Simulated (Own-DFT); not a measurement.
Simulation results for Al31GaO48 (corundum with substituted atoms, atoms displaced), Al32O47 (corundum with one vacancy, atoms displaced)

A calculation, not a measurement: plane-wave PBE density functional theory by an unreviewed code, no spin, of a simulated periodic cell, stress positive in tension, free energy of the whole cell less one offset for each atom, defect cell not probed for a lower state with spin; oxygen file: force components 24 meV/angstrom off all-electron in one glass; forces on such cells passed a denser k mesh, this cell's mesh not checked; offsets are fitted by least squares, one for each functional and potential file, so energies compare only between cells with the same atoms and settings and are not formation energies; the far tail of each file's local potential was reset to the Coulomb form; each entry is a single point on an unrelaxed cell, so the pressure reflects the starting lattice, mostly measured values, from which strain is counted, and rises with the displacements; printed positions are rounded, which can move forces by about a meV/angstrom; the program is a retired in-house code; no spin-orbit coupling; before rounding, a Quantum ESPRESSO 7.3.1 run of the same cell and cutoff gave forces within 1 meV/angstrom rms on each cell, which checks the program and not the settings. Program: Own-DFT development build.

Settings shared by all entries: functional PBE; potential files PseudoDojo norm-conserving, scalar-relativistic, standard set; wave cutoff 72 hartree; occupations Fermi-Dirac; smearing width 0.1 eV; k mesh 3 x 3 x 3 centred on Gamma.

(1) Al31GaO48 (corundum with substituted atoms, atoms displaced)

```cif
# cell vector a (Å): 5.4940 0.0000 8.6604
# cell vector b (Å): -2.7470 4.7579 8.6604
# cell vector c (Å): -2.7470 -4.7579 8.6604
data_Al31GaO48
_symmetry_space_group_name_H-M 'P 1'
_symmetry_Int_Tables_number 1
_cell_length_a 10.2561
_cell_length_b 10.2560
_cell_length_c 10.2560
_cell_angle_alpha 55.280
_cell_angle_beta 55.280
_cell_angle_gamma 55.280
_cell_volume 679.15
loop_
_atom_site_label
_atom_site_type_symbol
_atom_site_fract_x
_atom_site_fract_y
_atom_site_fract_z
_atom_site_occupancy
Al1 Al 0.17920 0.17840 0.17188 1
Al2 Al 0.32721 0.32049 0.32396 1
Ga1 Ga 0.43080 0.42522 0.42581 1
Al3 Al 0.07734 0.07430 0.07623 1
O1 O 0.27100 0.47105 0.13039 1
O2 O 0.47197 0.12058 0.28441 1
O3 O 0.13036 0.28092 0.46466 1
O4 O 0.22082 0.02562 0.37805 1
O5 O 0.02824 0.37262 0.22273 1
O6 O 0.37553 0.22059 0.02731 1
Al4 Al 0.17228 0.18172 0.67439 1
Al5 Al 0.32512 0.32249 0.82670 1
Al6 Al 0.41949 0.42844 0.92871 1
Al7 Al 0.07898 0.07564 0.57071 1
O7 O 0.27846 0.47333 0.62308 1
O8 O 0.47385 0.12332 0.77603 1
O9 O 0.12174 0.28055 0.96825 1
O10 O 0.22150 0.02836 0.87903 1
O11 O 0.02565 0.37061 0.72587 1
O12 O 0.37742 0.21993 0.52427 1
Al8 Al 0.17092 0.67993 0.17797 1
Al9 Al 0.32554 0.82603 0.32289 1
Al10 Al 0.42261 0.92814 0.42622 1
Al11 Al 0.07353 0.58002 0.07032 1
O13 O 0.27155 0.97500 0.12435 1
O14 O 0.47216 0.62011 0.27994 1
O15 O 0.12486 0.77633 0.47580 1
O16 O 0.22080 0.53198 0.37122 1
O17 O 0.03465 0.86821 0.22143 1
O18 O 0.37607 0.71989 0.02602 1
Al12 Al 0.17436 0.68316 0.66824 1
Al13 Al 0.32807 0.82238 0.82601 1
Al14 Al 0.41932 0.92962 0.92995 1
Al15 Al 0.08232 0.57729 0.56554 1
O19 O 0.26622 0.98174 0.62497 1
O20 O 0.46833 0.62053 0.78188 1
O21 O 0.12542 0.77472 0.96811 1
O22 O 0.21940 0.52433 0.87941 1
O23 O 0.03314 0.87118 0.72179 1
O24 O 0.36756 0.71951 0.53596 1
Al16 Al 0.67795 0.16934 0.18048 1
Al17 Al 0.82566 0.31911 0.33057 1
Al18 Al 0.92219 0.42944 0.42477 1
Al19 Al 0.57216 0.07474 0.07737 1
O25 O 0.77899 0.47268 0.12841 1
O26 O 0.97394 0.11982 0.28599 1
O27 O 0.62303 0.27334 0.46996 1
O28 O 0.71303 0.02754 0.38324 1
O29 O 0.52806 0.37508 0.22106 1
O30 O 0.87350 0.22152 0.02957 1
Al20 Al 0.67087 0.17145 0.68619 1
Al21 Al 0.82207 0.32958 0.82039 1
Al22 Al 0.92883 0.42235 0.92646 1
Al23 Al 0.57024 0.07608 0.57598 1
O31 O 0.77524 0.48037 0.61665 1
O32 O 0.97881 0.12813 0.77613 1
O33 O 0.62868 0.27082 0.97373 1
O34 O 0.72010 0.02278 0.87795 1
O35 O 0.52808 0.38078 0.72148 1
O36 O 0.88569 0.21745 0.52611 1
Al24 Al 0.67638 0.68072 0.17531 1
Al25 Al 0.82676 0.81892 0.32553 1
Al26 Al 0.92471 0.92575 0.42763 1
Al27 Al 0.57413 0.57155 0.07358 1
O37 O 0.78108 0.96968 0.12324 1
O38 O 0.97432 0.62626 0.27421 1
O39 O 0.61954 0.77791 0.47385 1
O40 O 0.71879 0.52736 0.37647 1
O41 O 0.53248 0.87086 0.21820 1
O42 O 0.88190 0.72056 0.02639 1
Al28 Al 0.67460 0.67503 0.67190 1
Al29 Al 0.82814 0.82364 0.82420 1
Al30 Al 0.92511 0.93092 0.92207 1
Al31 Al 0.57721 0.57322 0.56861 1
O43 O 0.78028 0.97211 0.62358 1
O44 O 0.97100 0.62548 0.77929 1
O45 O 0.62370 0.77678 0.97346 1
O46 O 0.72245 0.52893 0.87561 1
O47 O 0.52537 0.87655 0.72396 1
O48 O 0.87237 0.72207 0.52656 1
```

| Item | Value |
| --- | --- |
| free energy of cell above offsets | -56.550 eV |
| pressure | 8.88 GPa |
| stress xx | -9.89 GPa |
| stress yy | -8.13 GPa |
| stress zz | -8.63 GPa |
| stress yz | -0.15 GPa |
| stress xz | 0.45 GPa |
| stress xy | 0.24 GPa |

Force:
```
element  x (eV/Å)  y (eV/Å)  z (eV/Å)
     Al    -1.163    -0.541     0.009
     Al    -0.472     0.724     0.479
     Ga    -0.706    -0.016    -0.619
     Al    -0.922     0.175    -1.214
      O     1.008      0.19      0.03
      O      0.58     0.588    -0.666
      O    -1.054    -0.221    -0.342
      O     1.067     0.759    -0.382
      O    -0.129     0.412     0.221
      O     0.323    -0.257     0.067
     Al     0.769    -0.503     0.106
     Al    -0.541     1.104    -0.468
     Al     0.201    -0.108     0.425
     Al    -0.438    -0.396     0.066
      O    -1.138    -1.185     0.649
      O    -0.822     0.015     0.681
      O     0.926    -0.855     0.986
      O     0.217       0.4    -0.407
      O    -0.101     1.462     0.763
      O    -0.767    -0.886    -0.509
     Al     1.721    -0.349    -0.718
     Al     0.037    -0.544    -0.703
     Al    -0.406    -0.833      0.32
     Al     0.519    -0.944    -0.206
      O     0.492    -0.675     1.239
      O    -0.504     2.689     1.554
      O     0.073     1.029    -0.441
      O    -0.445    -0.148    -0.414
      O    -1.787     0.848     0.861
      O    -0.421    -0.204     0.195
     Al    -0.385    -2.147     0.078
     Al    -0.624     0.337    -0.773
     Al     1.393    -0.258    -0.462
     Al    -0.996    -1.152    -0.645
      O     1.893    -1.029     0.571
      O      0.22      0.88     0.809
      O     0.019     0.501     1.114
      O     0.438     0.457    -0.394
      O    -1.058     0.805     0.308
      O     1.573     1.317     0.764
     Al    -0.049     0.745     0.443
     Al     0.101     0.679    -0.616
     Al     1.508     0.014     0.245
     Al     0.576     0.062     0.102
      O     0.315    -0.051    -0.426
      O     0.225     0.594    -0.539
      O     1.984    -1.198     2.345
      O     1.567     0.321     -0.36
      O     0.957     0.164    -1.273
      O     0.152     -0.56     0.369
     Al     0.926     1.148    -0.019
     Al     0.076    -0.683     0.176
     Al    -1.139     0.617    -0.021
     Al     0.314    -0.406    -0.249
      O     0.238    -1.167     0.456
      O    -1.169    -0.358    -1.211
      O    -0.689     0.593    -0.304
      O    -0.135     0.154     0.708
      O     0.694    -1.108    -1.177
      O    -1.953    -0.068    -0.697
     Al      1.55    -0.554    -1.411
     Al    -0.462       0.4    -0.014
     Al    -0.184    -0.186    -0.152
     Al     0.046     0.153     0.601
      O    -0.447    -0.484     0.278
      O    -0.804    -0.455    -0.305
      O     0.235     0.418     0.017
      O     0.402     0.078      0.05
      O    -1.535     0.263     0.719
      O    -1.414     0.266    -0.778
     Al    -0.713    -0.264     1.053
     Al    -0.031    -0.383    -0.918
     Al     0.749     -0.25       0.4
     Al    -1.455    -0.223     0.144
      O    -0.355    -0.348     0.314
      O     0.377     0.104    -0.275
      O    -0.135      0.31      0.31
      O     0.251     0.376    -0.832
      O     0.395    -0.058    -0.503
      O     0.443    -0.092     0.418
```

(2) Al31GaO48 (corundum with substituted atoms, atoms displaced)

```cif
# cell vector a (Å): 5.4940 0.0000 8.6604
# cell vector b (Å): -2.7470 4.7579 8.6604
# cell vector c (Å): -2.7470 -4.7579 8.6604
data_Al31GaO48
_symmetry_space_group_name_H-M 'P 1'
_symmetry_Int_Tables_number 1
_cell_length_a 10.2561
_cell_length_b 10.2560
_cell_length_c 10.2560
_cell_angle_alpha 55.280
_cell_angle_beta 55.280
_cell_angle_gamma 55.280
_cell_volume 679.15
loop_
_atom_site_label
_atom_site_type_symbol
_atom_site_fract_x
_atom_site_fract_y
_atom_site_fract_z
_atom_site_occupancy
Al1 Al 0.17570 0.17452 0.17647 1
Al2 Al 0.32608 0.32294 0.32325 1
Al3 Al 0.42263 0.42101 0.43622 1
Al4 Al 0.07800 0.07252 0.06215 1
O1 O 0.27435 0.47404 0.12744 1
O2 O 0.47144 0.12032 0.28280 1
O3 O 0.12584 0.27750 0.47307 1
O4 O 0.21657 0.03262 0.38261 1
O5 O 0.02416 0.38180 0.21959 1
O6 O 0.37644 0.21929 0.02799 1
Al5 Al 0.18096 0.17619 0.67029 1
Al6 Al 0.33020 0.32743 0.81605 1
Al7 Al 0.42059 0.43459 0.92287 1
Al8 Al 0.07018 0.07457 0.57405 1
O7 O 0.26970 0.48295 0.62774 1
O8 O 0.47300 0.12575 0.77795 1
O9 O 0.12030 0.27800 0.97180 1
O10 O 0.22037 0.02628 0.88042 1
O11 O 0.02886 0.36873 0.72591 1
O12 O 0.36840 0.22085 0.52910 1
Al9 Al 0.17695 0.67650 0.17632 1
Al10 Al 0.32007 0.82559 0.32590 1
Al11 Al 0.42358 0.92325 0.42603 1
Al12 Al 0.07396 0.57584 0.07121 1
O13 O 0.27852 0.96900 0.12306 1
O14 O 0.47606 0.63021 0.27309 1
O15 O 0.12736 0.77480 0.47271 1
O16 O 0.22296 0.53387 0.37584 1
O17 O 0.02098 0.87655 0.22643 1
O18 O 0.37760 0.71014 0.03165 1
Al13 Al 0.17460 0.67963 0.66998 1
Al14 Al 0.32421 0.82043 0.82663 1
Al15 Al 0.42645 0.92744 0.92593 1
Al16 Al 0.07497 0.57505 0.57285 1
O19 O 0.27687 0.97413 0.62467 1
O20 O 0.46914 0.62275 0.78036 1
O21 O 0.12840 0.77445 0.97244 1
O22 O 0.22638 0.53236 0.87304 1
O23 O 0.02806 0.87529 0.72102 1
O24 O 0.37263 0.72212 0.52912 1
Al17 Al 0.67854 0.16898 0.18565 1
Al18 Al 0.82460 0.32336 0.32668 1
Al19 Al 0.92603 0.42799 0.42451 1
Al20 Al 0.57132 0.06966 0.07738 1
O25 O 0.78113 0.47257 0.11471 1
O26 O 0.97039 0.12304 0.27574 1
O27 O 0.62014 0.27776 0.47257 1
O28 O 0.72621 0.02704 0.36750 1
O29 O 0.52359 0.37710 0.22174 1
O30 O 0.87614 0.21935 0.02899 1
Al21 Al 0.67452 0.17747 0.67349 1
Al22 Al 0.83157 0.32350 0.82294 1
Al23 Al 0.92871 0.42306 0.92519 1
Al24 Al 0.57226 0.07459 0.57681 1
O31 O 0.77943 0.46942 0.62879 1
O32 O 0.97082 0.12802 0.78289 1
O33 O 0.62599 0.27728 0.96546 1
O34 O 0.71507 0.02802 0.87791 1
O35 O 0.53781 0.37471 0.72010 1
O36 O 0.87179 0.22211 0.53367 1
Al25 Al 0.68044 0.67068 0.17928 1
Al26 Al 0.82473 0.82584 0.32086 1
Al27 Al 0.92690 0.92588 0.42767 1
Ga1 Ga 0.57709 0.57377 0.06917 1
O37 O 0.78284 0.97385 0.12690 1
O38 O 0.97316 0.62415 0.27509 1
O39 O 0.62183 0.78433 0.47003 1
O40 O 0.73031 0.52464 0.37337 1
O41 O 0.52484 0.87902 0.22314 1
O42 O 0.87912 0.71798 0.02879 1
Al28 Al 0.67694 0.67937 0.67672 1
Al29 Al 0.82259 0.82728 0.82084 1
Al30 Al 0.92090 0.92678 0.92645 1
Al31 Al 0.57352 0.57012 0.57525 1
O43 O 0.78269 0.97003 0.62309 1
O44 O 0.97180 0.62267 0.77583 1
O45 O 0.63004 0.77799 0.96534 1
O46 O 0.72709 0.51804 0.87724 1
O47 O 0.52831 0.87771 0.72315 1
O48 O 0.87997 0.71900 0.52881 1
```

| Property | Result |
| --- | --- |
| free energy of cell above offsets | -56.109 eV |
| pressure | 9.02 GPa |
| stress xx | -9.75 GPa |
| stress yy | -9.13 GPa |
| stress zz | -8.18 GPa |
| stress yz | 0.21 GPa |
| stress xz | -0.04 GPa |
| stress xy | -0.04 GPa |

Force:
```
element  x (eV/Å)  y (eV/Å)  z (eV/Å)
     Al    -0.268     0.611    -0.184
     Al     0.044     0.468    -0.549
     Al    -0.148     2.239    -0.643
     Al     -2.21    -1.279     1.155
      O      0.45    -0.306    -0.228
      O    -0.028     0.514     0.152
      O    -0.312     0.492     -0.29
      O     1.093     0.718    -1.687
      O      0.78    -1.067    -0.729
      O    -0.648     0.339    -0.528
     Al    -1.408    -1.176    -1.007
     Al    -1.445    -1.143     0.411
     Al     0.957    -1.957     0.681
     Al    -0.429      -0.4     1.469
      O     2.044    -0.924    -0.577
      O    -0.001     0.495    -0.267
      O     1.418     0.095      1.19
      O     2.087     0.939    -1.029
      O     0.662     1.106     0.776
      O      1.33     0.274     1.969
     Al     -0.46     -0.35    -0.397
     Al      0.88     0.284    -0.253
     Al    -0.337     0.093     1.099
     Al     0.254    -0.342     0.749
      O    -0.396    -0.329     0.681
      O     -0.73     -1.46     0.606
      O    -0.494     0.811      0.18
      O     0.268    -0.439    -0.387
      O      1.48     0.194     0.178
      O    -1.454     2.241    -0.182
     Al    -0.715    -0.838     0.819
     Al    -0.176     0.372    -0.298
     Al     0.262    -0.574    -0.115
     Al    -0.461    -0.644    -0.524
      O     0.176    -0.727     0.102
      O     0.312     1.359     0.867
      O    -0.721     0.605    -0.165
      O     0.077     0.169    -1.203
      O    -0.381    -0.076    -0.113
      O     0.485     0.135      0.13
     Al    -0.103     2.741    -1.426
     Al     0.759     0.657    -0.822
     Al     0.195    -0.353     0.892
     Al    -0.223     1.421     1.532
      O    -0.253    -1.839     2.309
      O    -0.359     0.042     1.248
      O     0.482     -0.19     0.692
      O    -1.505    -2.239     1.936
      O     0.216    -2.088    -0.296
      O    -0.224    -0.104     0.005
     Al      0.12    -0.721      0.92
     Al    -1.299    -0.691    -1.094
     Al    -0.021     0.157    -0.305
     Al      0.71     0.359    -0.895
      O     0.048     1.169    -0.333
      O     1.064    -0.577    -1.373
      O    -0.431    -0.529     0.442
      O     0.937    -0.059    -0.061
      O    -0.661    -0.303    -1.785
      O     0.227     0.459    -0.654
     Al    -0.304     0.918    -0.609
     Al     0.249    -0.741    -0.036
     Al     0.606     0.453    -0.834
     Ga    -0.001    -0.827    -0.242
      O     0.175     0.399    -1.686
      O    -0.621     0.005     0.581
      O     0.485    -0.941     0.003
      O    -1.191    -0.035    -0.497
      O     0.523    -0.826    -0.735
      O    -0.813     0.709     -0.38
     Al     0.667    -0.557    -0.818
     Al     0.464    -0.895      0.03
     Al     0.252     0.109     1.143
     Al     0.159     0.715     1.373
      O    -0.765     0.587    -0.144
      O    -0.424     0.395     0.755
      O    -0.687     0.748     0.679
      O     0.589     1.929    -0.591
      O     0.024    -0.294     -0.34
      O    -0.903     0.313    -0.444
```

(3) Al32O47 (corundum with one vacancy, atoms displaced)

```cif
# cell vector a (Å): 5.4940 0.0000 8.6604
# cell vector b (Å): -2.7470 4.7579 8.6604
# cell vector c (Å): -2.7470 -4.7579 8.6604
data_Al32O47
_symmetry_space_group_name_H-M 'P 1'
_symmetry_Int_Tables_number 1
_cell_length_a 10.2561
_cell_length_b 10.2560
_cell_length_c 10.2560
_cell_angle_alpha 55.280
_cell_angle_beta 55.280
_cell_angle_gamma 55.280
_cell_volume 679.15
loop_
_atom_site_label
_atom_site_type_symbol
_atom_site_fract_x
_atom_site_fract_y
_atom_site_fract_z
_atom_site_occupancy
Al1 Al 0.17060 0.17864 0.17200 1
Al2 Al 0.32799 0.31947 0.32210 1
Al3 Al 0.44141 0.41063 0.42738 1
Al4 Al 0.06874 0.07945 0.06602 1
O1 O 0.27796 0.47514 0.13121 1
O2 O 0.45886 0.10194 0.29036 1
O3 O 0.13591 0.27977 0.47713 1
O4 O 0.22397 0.04215 0.35821 1
O5 O 0.03948 0.35880 0.23055 1
O6 O 0.35721 0.22820 0.03169 1
Al5 Al 0.17758 0.17061 0.68121 1
Al6 Al 0.32043 0.31425 0.82326 1
Al7 Al 0.43789 0.42298 0.91931 1
Al8 Al 0.06917 0.07377 0.57521 1
O7 O 0.30026 0.47216 0.61140 1
O8 O 0.47596 0.12230 0.77843 1
O9 O 0.11039 0.29075 0.97372 1
O10 O 0.20889 0.03636 0.89046 1
O11 O 0.03484 0.37224 0.73090 1
Al9 Al 0.16852 0.68844 0.17222 1
Al10 Al 0.32287 0.82059 0.33155 1
Al11 Al 0.43713 0.92473 0.41291 1
Al12 Al 0.09077 0.57150 0.05501 1
O12 O 0.28723 0.98330 0.11246 1
O13 O 0.47441 0.63779 0.27095 1
O14 O 0.13457 0.77416 0.46661 1
O15 O 0.22421 0.52486 0.37599 1
O16 O 0.01341 0.88104 0.22609 1
O17 O 0.37930 0.72679 0.01515 1
Al13 Al 0.18649 0.67609 0.68637 1
Al14 Al 0.31932 0.81353 0.84575 1
Al15 Al 0.43233 0.92280 0.91551 1
Al16 Al 0.08239 0.56938 0.56471 1
O18 O 0.27423 0.96350 0.63741 1
O19 O 0.49460 0.63315 0.77140 1
O20 O 0.11560 0.78423 0.97711 1
O21 O 0.22729 0.52857 0.85737 1
O22 O 0.02952 0.89327 0.71109 1
O23 O 0.40188 0.71778 0.51557 1
Al17 Al 0.67545 0.18596 0.16282 1
Al18 Al 0.82371 0.31102 0.33738 1
Al19 Al 0.92823 0.43355 0.42233 1
Al20 Al 0.58034 0.07410 0.07727 1
O24 O 0.77482 0.47146 0.12856 1
O25 O 0.99995 0.11516 0.26864 1
O26 O 0.62280 0.27104 0.47128 1
O27 O 0.72772 0.02626 0.37612 1
O28 O 0.52555 0.36769 0.23004 1
O29 O 0.86831 0.23762 0.01580 1
Al21 Al 0.68155 0.14831 0.68930 1
Al22 Al 0.82530 0.31636 0.82845 1
Al23 Al 0.94069 0.42756 0.92292 1
Al24 Al 0.58264 0.07401 0.56791 1
O30 O 0.79462 0.45043 0.61798 1
O31 O 0.96001 0.13479 0.78018 1
O32 O 0.62314 0.27625 0.97152 1
O33 O 0.72474 0.03311 0.88014 1
O34 O 0.53289 0.38028 0.72318 1
O35 O 0.87421 0.19849 0.54448 1
Al25 Al 0.67755 0.65334 0.19665 1
Al26 Al 0.82946 0.83425 0.32278 1
Al27 Al 0.93093 0.93318 0.40805 1
Al28 Al 0.56778 0.56307 0.08585 1
O36 O 0.77979 0.96575 0.12597 1
O37 O 0.97385 0.61962 0.27934 1
O38 O 0.63291 0.76301 0.48100 1
O39 O 0.73005 0.52415 0.36583 1
O40 O 0.52407 0.87095 0.22186 1
O41 O 0.88325 0.70951 0.03333 1
Al29 Al 0.67766 0.65813 0.68579 1
Al30 Al 0.83025 0.81922 0.81934 1
Al31 Al 0.94367 0.91610 0.91484 1
Al32 Al 0.56254 0.58013 0.57312 1
O42 O 0.74596 0.99046 0.63297 1
O43 O 0.97998 0.62172 0.77341 1
O44 O 0.62386 0.76982 0.98288 1
O45 O 0.69996 0.53237 0.89263 1
O46 O 0.54963 0.86719 0.72534 1
O47 O 0.87352 0.72774 0.53433 1
```

| Item | Value |
| --- | --- |
| free energy of cell above offsets | -43.495 eV |
| pressure | 14.01 GPa |
| stress xx | -13.2 GPa |
| stress yy | -15.9 GPa |
| stress zz | -12.92 GPa |
| stress yz | 1.07 GPa |
| stress xz | -1.54 GPa |
| stress xy | 0.46 GPa |

Force:
```
element  x (eV/Å)  y (eV/Å)  z (eV/Å)
     Al     2.101     -0.34     0.929
     Al    -0.867    -1.017     0.194
     Al    -2.881     1.358    -0.601
     Al    -1.771    -0.986     2.669
      O     1.469     1.938    -1.566
      O      0.41     8.073     5.822
      O    -1.014    -0.395    -1.753
      O    -0.639    -3.837     0.865
      O    -1.873     1.647     0.765
      O      2.36      1.71     1.932
     Al     0.706     0.875     0.115
     Al     0.524     0.323     1.059
     Al    -0.715     0.093    -0.786
     Al     1.879     3.583     2.193
      O    -1.196    -0.917    -0.217
      O    -1.637     0.209      0.05
      O     3.218    -1.555     1.589
      O     3.637     1.343    -2.838
      O     0.019     0.919    -0.775
     Al     0.511     -2.69    -0.051
     Al     0.759     3.073     0.089
     Al    -0.558    -6.198    -2.052
     Al    -1.981    -3.046     0.086
      O     0.088    -0.956    -1.762
      O     0.132    -3.178    -2.702
      O    -1.537    -0.129    -0.093
      O     0.793     1.167    -0.178
      O     2.687     1.386     0.704
      O    -1.999    -2.661     0.459
     Al     0.532     5.049    -3.902
     Al     2.058     3.928    -1.184
     Al    -0.011    -1.011     2.691
     Al    -0.926    -0.363     1.425
      O     0.163    -0.204     0.195
      O    -4.064    -3.383    -5.225
      O     2.495    -0.879     0.794
      O    -0.749    -3.636     3.686
      O     1.056    -4.597    -2.829
      O    -6.267     1.411     -3.12
     Al     0.735    -1.889     0.741
     Al      0.85     0.905     0.688
     Al     1.871    -0.212    -1.091
     Al    -0.368    -1.198    -3.131
      O     1.124    -1.535    -0.346
      O    -4.075    -0.942    -2.775
      O     1.832     0.529      1.97
      O    -0.129     2.007    -0.877
      O     0.433     0.054    -0.709
      O     0.229    -2.672     0.629
     Al    -3.199     2.524     3.488
     Al    -0.362     2.277     0.484
     Al    -4.268     1.601    -2.409
     Al    -2.727    -0.682    -2.793
      O    -2.819    -0.894     2.424
      O      2.58    -1.543    -0.365
      O    -0.355    -0.994     0.904
      O     0.937    -0.784    -1.118
      O     0.271    -0.669    -1.009
      O    -0.443     2.363    -0.837
     Al    -0.337     6.122    -1.484
     Al    -1.458    -2.562    -3.639
     Al    -0.366    -2.466     2.192
     Al    -0.105     2.165     2.377
      O    -0.344     0.582      1.05
      O    -0.192     1.848     1.635
      O     0.466     2.069     0.272
      O    -0.332    -4.442     2.182
      O      1.16     0.425       1.4
      O     0.695     1.593    -0.235
     Al     1.877     2.884     3.189
     Al    -2.022    -1.606    -0.993
     Al    -4.442     0.832    -0.327
     Al     5.477     -2.54      2.89
      O     7.194    -2.844     0.524
      O    -0.247     1.133     1.192
      O     1.159     1.558     0.331
      O     3.301     0.382    -1.115
      O    -1.475     0.758    -1.487
      O     0.963    -0.251    -0.499
```
